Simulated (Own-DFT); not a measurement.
# What a defect does to the pressure of its cell: 4H SiC

The numbers are computed, not measured, by runs of the plane-wave DFT program Own-DFT (in-house, retired, unreviewed) at fixed positions, with no spin and no spin-orbit coupling.

Settings: PBE; PseudoDojo norm-conserving scalar-relativistic files; cutoff 42 hartree; 4 x 4 x 3 k mesh centred on Gamma; Fermi-Dirac smearing of 0.1 eV.

Known weak points (not all hold for every row): a neutral cation vacancy leaves holes that likely carry spin, which these runs leave out; not probed for a lower state with spin; forces on such cells failed a check on a denser k mesh; forces on such cells passed a denser k mesh, each cell not checked; stress not checked against mesh or cutoff.

All runs share one cell, with vectors in Å (9.248, 0.000, 0.000); (-4.624, 8.009, 0.000); (0.000, 0.000, 10.068) and a volume of 745.7 Å³. Atoms were moved at random from their sites; u is the rms move along one axis. The defect's site can differ from row to row.

| cell | formula | u (Å) | P (GPa) |
|---|---|---|---|
| no defect | C36Si36 | 0.0303 | 3.82 |
| no defect | C36Si36 | 0.0565 | 6.13 |
| no defect | C36Si36 | 0.0617 | 6.60 |
| one Al on a Si site and one N on a C site | AlC35NSi35 | 0.0448 | 4.80 |
| one Al on a Si site and one N on a C site | AlC35NSi35 | 0.0494 | ? |
| one Al on a Si site and one N on a C site | AlC35NSi35 | 0.0502 | 5.25 |
| one Al on a Si site and one N on a C site | AlC35NSi35 | 0.0510 | 5.52 |
| one C on a Si site | C37Si35 | 0.0497 | 3.48 |
| one C on a Si site | C37Si35 | 0.0500 | 3.54 |
| one C on a Si site | C37Si35 | 0.0502 | 3.49 |
| one Si vacancy | C36Si35 | 0.0269 | 3.03 |
| one Si vacancy | C36Si35 | 0.0295 | 3.12 |
| one Si vacancy | C36Si35 | 0.0297 | 3.03 |
| two N on a C site each | C34N2Si36 | 0.0298 | 2.82 |
| two N on a C site each | C34N2Si36 | 0.0494 | 3.98 |
| two N on a C site each | C34N2Si36 | 0.0543 | 4.33 |

## Analysis

P = P0 + c u² + a shift for each defect gives P0 = 3.14 GPa, c = 902 ± 46 GPa/Å² and a scatter of 0.12 GPa. The shifts, and each times the cell's volume:

- one Al on a Si site and one N on a C site: -0.09 ± 0.10 GPa, -0.4 eV (not resolved)
- one Si vacancy: -0.82 ± 0.13 GPa, -3.8 eV
- two N on a C site each: -1.31 ± 0.10 GPa, -6.1 eV (-3.1 eV for each of its 2 sites)
- one C on a Si site: -1.89 ± 0.10 GPa, -8.8 eV

Positive is outwards. The product with the volume (160.2 GPa Å³ to the eV) is nearly free of the cell's size; divided by the bulk modulus at the cell's pressure it gives the volume that the defect adds. The atoms around the defects weren't relaxed, which would change these numbers.

## Check

Q: what pressure belongs in the blank (one Al on a Si site and one N on a C site, u = 0.0494 Å)?

The fitted form gives 5.25 ± 0.14 GPa. Computed: 5.37 GPa.
